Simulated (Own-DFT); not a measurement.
Al3GaN4 (wurtzite random alloy, atoms displaced) (calculated)

Computed with Own-DFT development build. A calculation, not a measurement: plane-wave PBE density functional theory by an unreviewed code, no spin, of a simulated periodic cell, stress positive in tension, free energy of the whole cell less one offset for each atom, forces on such cells passed a denser k mesh, this cell's mesh not checked; offsets are fitted by least squares, one for each functional and potential file, so energies compare only between cells with the same atoms and settings and are not formation energies; the far tail of each file's local potential was reset to the Coulomb form; each entry is a single point on an unrelaxed cell, so the pressure reflects the starting lattice, mostly measured values, from which strain is counted, and rises with the displacements; printed positions are rounded, which can move forces by about a meV/angstrom; the program is a retired in-house code; no spin-orbit coupling.

Common to all runs: functional PBE; potential files PseudoDojo norm-conserving, scalar-relativistic, standard set; wave cutoff 42 hartree; occupations Fermi-Dirac; smearing width 0.1 eV; k mesh 4 x 4 x 3 centred on Gamma.

(1) Al3GaN4 (wurtzite random alloy, atoms displaced)

```
cell vectors (Å)
   9.3938     0.0000     0.0000
  -4.6969     8.1352     0.0000
   0.0000     0.0000    10.0655
atoms (fractions of the cell vectors)
Al  0.11952  0.22496  0.99498
Al  0.22259  0.11324  0.25065
N   0.11667  0.22856  0.18997
N   0.21991  0.11406  0.43228
Al  0.10866  0.22195  0.50283
Ga  0.21892  0.11233  0.75012
N   0.11529  0.22306  0.69237
N   0.22705  0.11040  0.94129
Al  0.10798  0.55126  0.99758
Ga  0.22256  0.43833  0.25147
N   0.11192  0.55653  0.19141
N   0.21848  0.44094  0.43696
Al  0.11305  0.55431  0.50119
Al  0.22246  0.44707  0.75396
N   0.10845  0.55229  0.68992
N   0.22383  0.44618  0.94557
Al  0.10724  0.89030  0.99742
Ga  0.22456  0.77899  0.24767
N   0.11632  0.88863  0.19202
N   0.22342  0.77848  0.43932
Al  0.10421  0.88600  0.50188
Ga  0.22236  0.77838  0.74941
N   0.10559  0.88507  0.69397
N   0.22239  0.78056  0.93984
Al  0.44810  0.22453  0.99940
Ga  0.55396  0.11018  0.24938
N   0.44599  0.21969  0.18940
N   0.55737  0.10431  0.44005
Al  0.44142  0.22147  0.49999
Ga  0.56165  0.11337  0.74920
N   0.43892  0.21848  0.68991
N   0.55800  0.11159  0.94005
Al  0.44982  0.56050  0.00212
Al  0.55682  0.44599  0.24240
N   0.44813  0.55795  0.18832
N   0.55348  0.44224  0.44345
Al  0.44328  0.55587  0.50520
Al  0.55064  0.44102  0.75217
N   0.44191  0.55902  0.68871
N   0.55638  0.44475  0.93721
Al  0.45055  0.89394  0.00180
Ga  0.55856  0.78438  0.24215
N   0.44468  0.89261  0.18669
N   0.55385  0.77945  0.44065
Al  0.43973  0.88094  0.50458
Al  0.55377  0.77954  0.75476
N   0.45362  0.89222  0.69226
N   0.55830  0.77922  0.94277
Al  0.77720  0.22056  0.99776
Al  0.88610  0.10972  0.25573
N   0.77546  0.21347  0.19385
N   0.88957  0.10843  0.43759
Ga  0.77493  0.22035  0.49972
Ga  0.88384  0.10678  0.74860
N   0.78315  0.22841  0.69394
N   0.88887  0.10464  0.94211
Al  0.77960  0.56001  0.99745
Al  0.89373  0.45640  0.25063
N   0.77900  0.55663  0.19275
N   0.88905  0.44408  0.43902
Al  0.78207  0.56160  0.49920
Al  0.88871  0.44582  0.75044
N   0.77888  0.55490  0.69211
N   0.89132  0.44513  0.94435
Al  0.77540  0.88383  0.00229
Al  0.89778  0.78587  0.24667
N   0.77687  0.88782  0.19121
N   0.88168  0.77438  0.44004
Al  0.77414  0.88319  0.49622
Al  0.88478  0.77318  0.74648
N   0.77881  0.89424  0.68785
N   0.88948  0.77675  0.94444
```

It finds free energy of cell above offsets -20.522 eV; pressure 5.16 GPa; stress xx -5.09 GPa; stress yy -5.41 GPa; stress zz -4.97 GPa; stress yz 0.04 GPa; stress xz -0.36 GPa; stress xy 0.22 GPa.

Force:
```
element  x (eV/Å)  y (eV/Å)  z (eV/Å)
     Al    -0.966    -0.605     1.049
     Al     0.206     0.025    -0.925
      N    -0.261     -2.95    -1.137
      N     0.219    -0.735     1.978
     Al     0.256    -0.024    -0.611
     Ga     0.874    -0.873     0.411
      N    -1.392     1.381    -0.817
      N    -0.382      0.29     0.732
     Al     0.354     1.172     0.977
     Ga    -0.406     1.744    -0.384
      N     -0.36     -0.57    -1.043
      N      0.38     0.426      2.35
     Al    -0.431    -0.053    -0.652
     Al     0.041    -0.271    -0.152
      N     0.272    -0.446    -0.087
      N     0.449     0.175    -1.043
     Al     1.297    -0.087     0.542
     Ga     0.461    -0.474     0.405
      N    -1.812     1.207    -1.027
      N    -0.605    -0.219     1.569
     Al     0.663     0.558    -0.532
     Ga     0.411     0.099     0.311
      N    -0.606    -0.016    -1.336
      N     0.348    -0.313     1.066
     Al      0.13    -0.509     0.136
     Ga     0.558     0.298     0.641
      N    -1.503     1.203    -0.637
      N    -2.117    -0.322     1.084
     Al     0.499    -0.311    -0.462
     Ga    -0.919     0.145     0.148
      N     0.684     1.135    -0.543
      N    -0.153     0.294     0.754
     Al    -0.483    -0.646    -0.261
     Al     0.097    -0.275     1.536
      N     0.512    -0.423     -0.49
      N     0.124     0.502    -0.497
     Al     0.083    -0.131    -1.568
     Al     0.168     0.289    -1.089
      N     0.411    -0.215     1.269
      N     -0.07     0.263     0.686
     Al    -0.967    -0.528    -0.648
     Ga    -0.521    -0.939     1.638
      N     0.216    -0.502    -0.829
      N     0.187    -0.764     0.362
     Al     0.284     1.033    -0.644
     Al     0.917    -0.129    -0.542
      N    -0.588    -0.922    -0.583
      N    -0.247    -0.097    -0.197
     Al      0.73    -0.055     1.063
     Al     0.654     0.464    -1.378
      N     0.498     1.971    -1.126
      N     0.588    -0.458     1.051
     Ga       0.5     0.236    -0.094
     Ga     0.753     1.055     0.827
      N    -0.066     0.555    -0.389
      N     0.041     0.649     0.539
     Al     0.453    -0.923     0.687
     Al     0.556    -1.939    -0.051
      N    -0.311      0.73    -0.879
      N    -0.043     1.336     0.182
     Al    -0.395    -1.804    -0.001
     Al      0.22     0.173     0.432
      N     -0.66    -0.228      -0.2
      N    -0.758    -0.304    -0.831
     Al     0.394      0.93    -0.051
     Al    -0.687    -1.035     0.422
      N     1.771     0.945    -0.506
      N     1.009     0.757    -0.391
     Al    -0.731     0.848     0.354
     Al      -0.4     0.714      0.79
      N     0.158    -2.694    -0.367
      N    -0.584     0.192    -0.988
```

(2) Al3GaN4 (wurtzite random alloy, atoms displaced)

```
cell vectors (Å)
   9.3938     0.0000     0.0000
  -4.6969     8.1352     0.0000
   0.0000     0.0000    10.0655
atoms (fractions of the cell vectors)
Al  0.10594  0.21755  0.99803
Ga  0.22115  0.11196  0.24661
N   0.11587  0.22350  0.18883
N   0.22273  0.11219  0.43651
Al  0.10864  0.21547  0.50616
Al  0.22533  0.11423  0.74934
N   0.10852  0.22055  0.68970
N   0.22531  0.11856  0.94268
Al  0.10833  0.55627  0.00624
Al  0.22297  0.44704  0.25073
N   0.11480  0.55480  0.19097
N   0.21894  0.44112  0.43772
Ga  0.11492  0.56085  0.50426
Al  0.22163  0.44536  0.74906
N   0.10937  0.55942  0.68816
N   0.22580  0.44711  0.94039
Al  0.11291  0.88944  0.00220
Al  0.22848  0.78438  0.25298
N   0.10347  0.89112  0.18826
N   0.23189  0.78282  0.43487
Al  0.10946  0.88909  0.49794
Al  0.22288  0.77785  0.74892
N   0.11026  0.88478  0.69217
N   0.21989  0.77495  0.93460
Ga  0.44152  0.22248  0.99650
Al  0.56088  0.10994  0.25452
N   0.43791  0.21776  0.19273
N   0.54860  0.10847  0.43728
Ga  0.44380  0.22400  0.49973
Al  0.55204  0.11337  0.75471
N   0.44826  0.21881  0.69525
N   0.55104  0.10911  0.93488
Ga  0.44155  0.55460  0.99735
Ga  0.55384  0.43890  0.24622
N   0.44876  0.55304  0.19036
N   0.55742  0.44643  0.43792
Al  0.44155  0.55355  0.49811
Al  0.56031  0.44178  0.75062
N   0.44348  0.55429  0.68558
N   0.55712  0.44852  0.94044
Ga  0.44675  0.89134  0.99690
Al  0.55412  0.77568  0.25219
N   0.44432  0.89293  0.19340
N   0.55730  0.77554  0.44097
Al  0.44369  0.87963  0.49696
Al  0.55060  0.77265  0.75043
N   0.43834  0.88488  0.68633
N   0.55301  0.77890  0.94512
Al  0.77019  0.21966  0.00413
Al  0.89634  0.11088  0.25017
N   0.78259  0.22242  0.19050
N   0.88668  0.10531  0.44437
Al  0.78056  0.22063  0.49894
Al  0.89172  0.11240  0.74499
N   0.77568  0.22256  0.69115
N   0.89072  0.10965  0.94367
Al  0.77444  0.55224  0.99556
Ga  0.88863  0.44508  0.25129
N   0.77727  0.55827  0.19101
N   0.88148  0.44059  0.44061
Al  0.77497  0.55374  0.50087
Al  0.88671  0.44804  0.74985
N   0.78174  0.55534  0.69053
N   0.88569  0.44241  0.94288
Al  0.78059  0.89405  0.99835
Ga  0.88807  0.78257  0.24797
N   0.77897  0.88757  0.19216
N   0.88897  0.77736  0.44021
Al  0.77526  0.88562  0.49935
Al  0.88934  0.78350  0.74892
N   0.77671  0.89096  0.69538
N   0.88804  0.77115  0.93674
```

The calculation gives: free energy of cell above offsets -20.385 eV; pressure 5.26 GPa; stress xx -5.65 GPa; stress yy -4.5 GPa; stress zz -5.63 GPa; stress yz 0.22 GPa; stress xz -0.25 GPa; stress xy -0.16 GPa.

Force:
```
element  x (eV/Å)  y (eV/Å)  z (eV/Å)
     Al     0.475     1.317     0.547
     Ga     0.016    -0.232     0.528
      N    -1.796     0.843    -0.444
      N    -1.065    -0.749      1.59
     Al    -0.075     0.722    -1.531
     Al    -0.036    -0.747     0.373
      N     0.743     0.426     0.503
      N    -1.254    -1.849    -1.268
     Al     0.395    -0.163    -1.115
     Al     0.747    -0.549    -0.294
      N     0.038     1.233     0.062
      N     0.687    -0.455     0.529
     Ga    -0.532    -0.668    -1.474
     Al     -0.15     0.213     0.175
      N     0.437     -0.71     1.872
      N     -2.11    -1.223    -0.762
     Al    -0.356    -0.218    -0.978
     Al    -0.951    -0.624    -1.128
      N     2.574    -0.728     -0.48
      N    -1.475      0.07     0.665
     Al      0.67     0.032     0.269
     Al    -0.252    -0.025     -0.02
      N    -0.364     1.131    -0.721
      N    -0.629     -0.02     0.995
     Ga     0.566     0.532     1.181
     Al    -0.917     0.513    -0.647
      N       2.5    -0.389    -0.802
      N     2.022    -0.517     0.691
     Ga     0.336     -0.15     0.127
     Al     1.625    -1.227    -1.702
      N    -1.488     0.871    -0.035
      N      1.04     0.968     0.837
     Ga     0.479     0.361      0.96
     Ga     0.287     0.346       0.5
      N    -1.967     0.997     0.542
      N    -0.415     0.638     1.109
     Al     0.314    -0.341     -0.28
     Al    -0.723     0.536    -0.244
      N     0.322     -0.43     0.711
      N     0.767    -0.281    -1.154
     Ga    -1.001    -0.591     0.864
     Al     0.288     0.008    -0.702
      N     0.799    -0.395     0.087
      N    -0.138    -0.242    -0.225
     Al     -0.21     1.719     0.592
     Al    -0.129     0.709     0.081
      N     0.862     0.421     0.449
      N     1.674     0.439    -1.578
     Al     0.942     0.231    -0.794
     Al    -0.512     0.023     0.104
      N    -0.318    -1.286     0.013
      N     0.211     0.447    -0.525
     Al    -1.129    -0.186     0.347
     Al    -1.222     -0.04     1.083
      N     0.268     0.034     -0.02
      N     -1.06     0.468    -0.955
     Al     0.319     0.667     1.024
     Ga    -0.051      0.43    -0.116
      N     0.479    -0.406    -1.506
      N     0.346     0.142      0.89
     Al     0.222     0.199    -0.242
     Al     1.014    -0.756     0.354
      N    -1.186     0.565    -0.217
      N      0.28    -0.249     -0.33
     Al     0.297    -1.438     0.295
     Ga     0.335    -1.399     0.622
      N    -2.095     1.273    -0.879
      N    -0.024    -0.093     1.209
     Al     0.345    -0.061     0.566
     Al     0.507    -0.827     0.224
      N    -0.167    -0.454    -0.867
      N    -0.431     1.191     0.467
```
